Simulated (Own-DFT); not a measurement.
# How strain changes the stress of beta-Si3N4, 112 atoms (N64Si48)

These are calculations, not measurements. They come from Own-DFT, an in-house plane-wave density functional program, since retired, whose code no person has reviewed. Each row is one single-point run on a periodic cell that was not relaxed, without spin or spin-orbit coupling.

Settings of every run: PBE; PseudoDojo norm-conserving scalar-relativistic files; cutoff 42 hartree; 2 x 2 x 4 k mesh centred on Gamma; Fermi-Dirac smearing of 0.1 eV.

Known limits: forces on such cells moved up to 12 meV/angstrom on a denser k mesh; stress not checked against mesh or cutoff.

Unstrained cell vectors in Å: (15.212, 0.000, 0.000); (-7.606, 13.174, 0.000); (0.000, 0.000, 5.818). The unstrained cell has measured lattice constants (interpolated for alloys), not those of this functional. That, the random moves and any unrelaxed bonds set the pressure at no strain. Each run strains this cell uniformly, with the atoms carried along. Every atom was also moved at random, by a Gaussian of width 0.05 Å on each axis. Strain is the symmetric tensor, in per cent. Stress is positive in tension, and the pressure is minus a third of its trace.

```
run  e_xx (%)  e_yy (%)  e_zz (%)  e_yz (%)  e_xz (%)  e_xy (%)  s_xx (GPa)  s_yy (GPa)  s_zz (GPa)  s_yz (GPa)  s_xz (GPa)  s_xy (GPa)  P (GPa)  E (meV/atom)
  1      1.17      1.65     -0.58     -0.82     -1.15     -1.95       -0.59        2.63      -12.44       -3.22       -3.90       -7.46     3.46          26.7
  2      0.52      0.64      0.46     -0.20     -1.23     -1.83       -2.10       -1.90       -9.89        0.96       -5.18       -7.66     4.63          34.3
  3     -1.38      0.00      1.00     -1.47     -0.41     -0.34      -15.28       -7.34       -5.47       -3.40       -1.23        0.19     9.36          36.3
  4     -1.47      0.90      0.09     -1.32     -1.06     -1.21      -14.81       -4.53      -11.00       -4.45       -2.35       -7.32    10.11          38.8
  5      0.56     -1.47     -1.56      0.83     -0.52      0.77       -8.69      -14.64      -21.52        2.67       -2.41        4.25    14.95          31.4
  6      1.17      0.04      1.06      0.45      0.89     -1.24        0.36       -5.46       -1.45        1.28        2.63       -4.88     2.18           3.4
  7      1.92      1.59      1.18      0.00      1.49      1.37        5.40        4.10       -0.35       -0.17        2.77        4.83    -3.05           5.4
  8      1.30     -0.01      0.05     -1.60     -0.25      1.96       -1.27       -6.26       -7.58       -4.63        0.00        7.19     5.03          24.4
  9      1.35     -0.75     -1.47     -1.12     -0.13     -0.87       -2.83       -9.42      -20.15       -4.67       -1.29       -3.86    10.80          15.0
 10     -1.39     -0.60      0.14     -0.62      0.81     -0.22      -13.12      -11.83      -13.43       -1.88        0.94       -3.30    12.79          35.8
 11      0.52      1.67      0.82     -1.39     -1.36     -1.15        0.82        0.89       -4.57       -4.50       -5.76       -3.04     0.95          18.0
 12     -1.29      1.03      1.42     -0.65      0.18      1.18      -11.50       -2.99       -0.39       -2.44        1.46        5.68     4.96           6.9
 13      1.63     -0.73     -1.02      0.43      0.63      1.02       -0.17      -10.22      -15.13        2.57        2.03        4.32     8.51          24.0
 14      0.37      0.81      0.79      1.26     -1.88     -1.02       -2.50       -1.84       -6.15        3.34       -5.50       -4.44     3.50          20.3
 15     -0.09     -1.47     -1.24     -0.04      1.94     -0.97      -11.04      -15.64      -19.48       -0.15        5.82       -3.95    15.38          26.5
 16     -0.85      1.36      1.72      0.45      0.05      0.00       -7.06        2.52       -0.79        1.16       -2.58        0.50     1.78           0.0
 17      0.06      1.55      1.29     -1.94      1.35     -0.30       -2.63        1.58       -2.21       -6.00        4.49        0.99     1.09          18.9
 18     -1.61      0.65     -1.24      0.80     -1.90      0.66           ?           ?           ?           ?           ?           ?        ?             ?
```

E is the free energy for each atom above the lowest run shown.

## Worked fit

Each stress component was fitted by least squares to a constant and the strains of the runs shown, as fractions, with shears doubled. Shear strains stay in the fit of a normal stress only where such slopes are resolved. The slopes, in GPa:

| stress | at no strain | per e_xx | per e_yy | per e_zz | scatter |
|---|---|---|---|---|---|
| s_xx | -7.2 | 531 ± 31 | 124 ± 45 | 138 ± 48 | 1.25 |
| s_yy | -7.0 | 104 ± 24 | 508 ± 36 | 70 ± 38 | 1.00 |
| s_zz | -11.0 | 121 ± 33 | 26 ± 48 | 676 ± 52 | 1.35 |

Each shear stress against twice its own strain: yz 149 ± 12, xz 146 ± 17, xy 201 ± 18 GPa. These are stiffnesses along x, y and z of the frame in which the cell vectors are given, which need not be the crystal's axes. The atoms are held to the strained lattice; where symmetry lets them move under strain, relaxing them would lower some slopes. The table should be nearly symmetric about its diagonal, and what it lacks of that shows the noise. A ninth of its sum, 255 ± 5 GPa, estimates the bulk modulus near the mean pressure of these runs, 6.3 GPa, so it lies above the value at zero pressure.

## Withheld run

Question: what normal stresses and pressure should run 18 give?

The fit gives s_xx = -16.6, s_yy = -6.2, s_zz = -21.1 and P = 14.7 GPa. The calculation gave -12.03, -9.16, -22.40 and P = 14.53 GPa. This run lies off the fit, by chance or by something that the fit leaves out.
